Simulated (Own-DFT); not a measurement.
# One host, several defects: 4H SiC

Calculated, not measured: single-point runs of Own-DFT, a retired in-house plane-wave DFT program that no person has reviewed, on unrelaxed cells, without spin or spin-orbit coupling.

All runs used: PBE; PseudoDojo norm-conserving scalar-relativistic files; cutoff 42 hartree; 4 x 4 x 3 k mesh centred on Gamma; Fermi-Dirac smearing of 0.1 eV.

Limits (not all hold for every row): a neutral cation vacancy leaves holes that likely carry spin, which these runs leave out; not probed for a lower state with spin; forces on such cells failed a check on a denser k mesh; forces on such cells passed a denser k mesh, each cell not checked; stress not checked against mesh or cutoff.

All runs share one cell, with vectors in Å (9.248, 0.000, 0.000); (-4.624, 8.009, 0.000); (0.000, 0.000, 10.068) and a volume of 745.7 Å³. u is the rms random offset of the atoms per axis. The defect's site can differ from row to row.

```
                                     cell     formula   u (Å)  P (GPa)
                                no defect     C36Si36  0.0296     3.74
                                no defect     C36Si36  0.0531     5.49
                                no defect     C36Si36  0.0616     6.40
                            one C vacancy     C35Si36  0.0309     3.53
                            one C vacancy     C35Si36  0.0513     5.04
                            one C vacancy     C35Si36  0.0554     4.77
one Al on a Si site and one N on a C site  AlC35NSi35  0.0449     5.03
one Al on a Si site and one N on a C site  AlC35NSi35  0.0476     5.06
one Al on a Si site and one N on a C site  AlC35NSi35  0.0498     5.12
                 two Al on a Si site each  Al2C36Si34  0.0292     5.60
                 two Al on a Si site each  Al2C36Si34  0.0308     5.69
                 two Al on a Si site each  Al2C36Si34  0.0481     6.96
                 two Al on a Si site each  Al2C36Si34  0.0546        ?
                           one Si vacancy     C36Si35  0.0286     2.97
                           one Si vacancy     C36Si35  0.0300     3.11
                           one Si vacancy     C36Si35  0.0307     3.34
```

## Fit

P = P0 + c u² + a shift for each defect gives P0 = 3.12 GPa, c = 838 ± 68 GPa/Å² and a scatter of 0.20 GPa. The shifts, and each times the cell's volume:

- two Al on a Si site each: 1.82 ± 0.18 GPa, 8.5 eV (4.2 eV for each of its 2 sites)
- one Al on a Si site and one N on a C site: 0.06 ± 0.16 GPa, 0.3 eV (not resolved)
- one C vacancy: -0.53 ± 0.16 GPa, -2.5 eV
- one Si vacancy: -0.73 ± 0.20 GPa, -3.4 eV

A positive shift means that the defect pushes the cell outwards. Shift times volume (160.2 GPa Å³ is 1 eV) depends little on the cell's size, so, taken for each site, it can be compared between cells at like pressure. The atoms around the defects weren't relaxed, which would change these numbers.

## Withheld run

Question: what pressure belongs in the blank (two Al on a Si site each, u = 0.0546 Å)?

The fitted form gives 7.43 ± 0.25 GPa. Computed: 7.67 GPa.
